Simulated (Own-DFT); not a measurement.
# What a defect does to the pressure of its cell: zincblende GaAs

No measurement is shown. These are fixed-geometry runs of a retired plane-wave code named Own-DFT, which no person has reviewed; spin and spin-orbit coupling are neglected.

Method: PBE; PseudoDojo norm-conserving scalar-relativistic files; cutoff 42 hartree; 3 x 3 x 3 k mesh centred on Gamma; Fermi-Dirac smearing of 0.1 eV.

Caveats (not all hold for every row): not probed for a lower state with spin; forces on such cells failed a check on a denser k mesh; forces not confirmed at this smearing and k mesh; forces on such cells passed a denser k mesh, each cell not checked; stress not checked against mesh or cutoff.

All runs share one cell, with vectors in Å (11.307, 0.000, 0.000); (0.000, 11.307, 0.000); (0.000, 0.000, 11.307) and a volume of 1445.4 Å³. Atoms were moved at random from their sites; u is the rms move along one axis. The defect's site can differ from row to row.

| cell | formula | u (Å) | P (GPa) |
|---|---|---|---|
| no defect | As32Ga32 | 0.0211 | 3.53 |
| no defect | As32Ga32 | 0.0496 | 4.00 |
| no defect | As32Ga32 | 0.0501 | 3.92 |
| one P on an As site | As31Ga32P | 0.0290 | 3.36 |
| one P on an As site | As31Ga32P | 0.0296 | 3.32 |
| one P on an As site | As31Ga32P | 0.0312 | 3.41 |
| one Al on a Ga site | AlAs32Ga31 | 0.0438 | 3.78 |
| one Al on a Ga site | AlAs32Ga31 | 0.0463 | 3.85 |
| one Al on a Ga site | AlAs32Ga31 | 0.0490 | 3.87 |
| two As vacancies | As30Ga32 | 0.0283 | 3.15 |
| two As vacancies | As30Ga32 | 0.0350 | 3.27 |
| two As vacancies | As30Ga32 | 0.0530 | 3.53 |
| one As on a Ga site | As33Ga31 | 0.0294 | 4.25 |
| one As on a Ga site | As33Ga31 | 0.0298 | ? |
| one As on a Ga site | As33Ga31 | 0.0468 | 4.59 |
| one As on a Ga site | As33Ga31 | 0.0505 | 4.61 |

## What the rows give

P = P0 + c u² + a shift for each defect gives P0 = 3.45 GPa, c = 204 ± 14 GPa/Å² and a scatter of 0.04 GPa. The shifts, and each times the cell's volume:

- one As on a Ga site: 0.65 ± 0.03 GPa, 5.9 eV
- one Al on a Ga site: -0.05 ± 0.03 GPa, -0.5 eV (not resolved)
- one P on an As site: -0.27 ± 0.03 GPa, -2.4 eV
- two As vacancies: -0.46 ± 0.03 GPa, -4.1 eV (-2.1 eV for each of its 2 sites)

A positive shift means that the defect pushes the cell outwards. Shift times volume (160.2 GPa Å³ is 1 eV) depends little on the cell's size, so, taken for each site, it can be compared between cells at like pressure. The atoms around the defects weren't relaxed, which would change these numbers.

## The run left out

Q: what pressure belongs in the blank (one As on a Ga site, u = 0.0298 Å)?

The fitted form gives 4.28 ± 0.04 GPa. The calculation gave 4.23 GPa.
